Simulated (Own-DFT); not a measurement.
# Strain and stress in diamond-structure GeSn with randomly placed atoms, 64 atoms (Ge60Sn4)

All numbers below are calculated, not measured. They come from Own-DFT, an in-house plane-wave density functional program, since retired, whose code no person has reviewed. Each row is one single-point run on a periodic cell that was not relaxed, without spin or spin-orbit coupling.

Settings of every run: PBE; PseudoDojo norm-conserving scalar-relativistic files; cutoff 49 hartree; 3 x 3 x 3 k mesh centred on Gamma; Fermi-Dirac smearing of 0.1 eV.

Known limits: forces on such cells moved up to 12 meV/angstrom on a denser k mesh; stress not checked against mesh or cutoff.

Unstrained cell vectors in Å: (11.420, 0.000, 0.000); (0.000, 11.420, 0.000); (0.000, 0.000, 11.420). The unstrained cell has measured lattice constants (interpolated for alloys), not those of this functional. That, the random moves and any unrelaxed bonds set the pressure at no strain. Each run strains this cell uniformly, with the atoms carried along. Every atom was also moved at random, by a Gaussian of width 0.05 Å on each axis. The random placing of the alloy's atoms differs from row to row. Strain is the symmetric tensor, in per cent. Stress is positive in tension, and the pressure is minus a third of its trace.

| run | e_xx (%) | e_yy (%) | e_zz (%) | s_xx (GPa) | s_yy (GPa) | s_zz (GPa) | P (GPa) | E (meV/atom) |
|---|---|---|---|---|---|---|---|---|
| 1 | 1.25 | 1.25 | 0.00 | -2.62 | -2.69 | -3.38 | 2.90 | 2.5 |
| 2 | 1.75 | 1.75 | 0.00 | -2.01 | -1.93 | -2.94 | 2.29 | 5.1 |
| 3 | 2.75 | 2.75 | 0.00 | -0.43 | -0.64 | -2.17 | 1.08 | 0.0 |
| 4 | -3.00 | -3.00 | 0.00 | -10.82 | -11.00 | -9.02 | 10.28 | 99.8 |
| 5 | -2.00 | -2.00 | 0.00 | -8.66 | -8.82 | -7.42 | 8.30 | 70.4 |
| 6 | -2.50 | -2.50 | 0.00 | -9.74 | -9.78 | -8.00 | 9.17 | 78.4 |
| 7 | 0.25 | 0.25 | 0.00 | -4.35 | -4.37 | -4.54 | 4.42 | 19.8 |
| 8 | -2.75 | -2.75 | 0.00 | -10.28 | -10.28 | -8.59 | 9.72 | 92.6 |
| 9 | -0.75 | -0.75 | 0.00 | ? | ? | ? | ? | ? |

E is the free energy for each atom above the lowest run shown.

## Worked fit

The change of volume is close to e_xx + e_yy + e_zz. A straight line through the runs shown gives P = 5.19 - 81 x (fractional change of volume) GPa, with an error of 2 on the slope and a scatter of 0.28 GPa. The strain isn't the same on all axes, but the crystal is cubic, so the slope still estimates the bulk modulus, averaged over pressures from 1.1 to 10.3 GPa.

## Withheld run

Question: what pressure should run 9 give? Its volume changes by -1.49 %.

The line gives 6.4 GPa. The calculation gave 6.41 GPa.
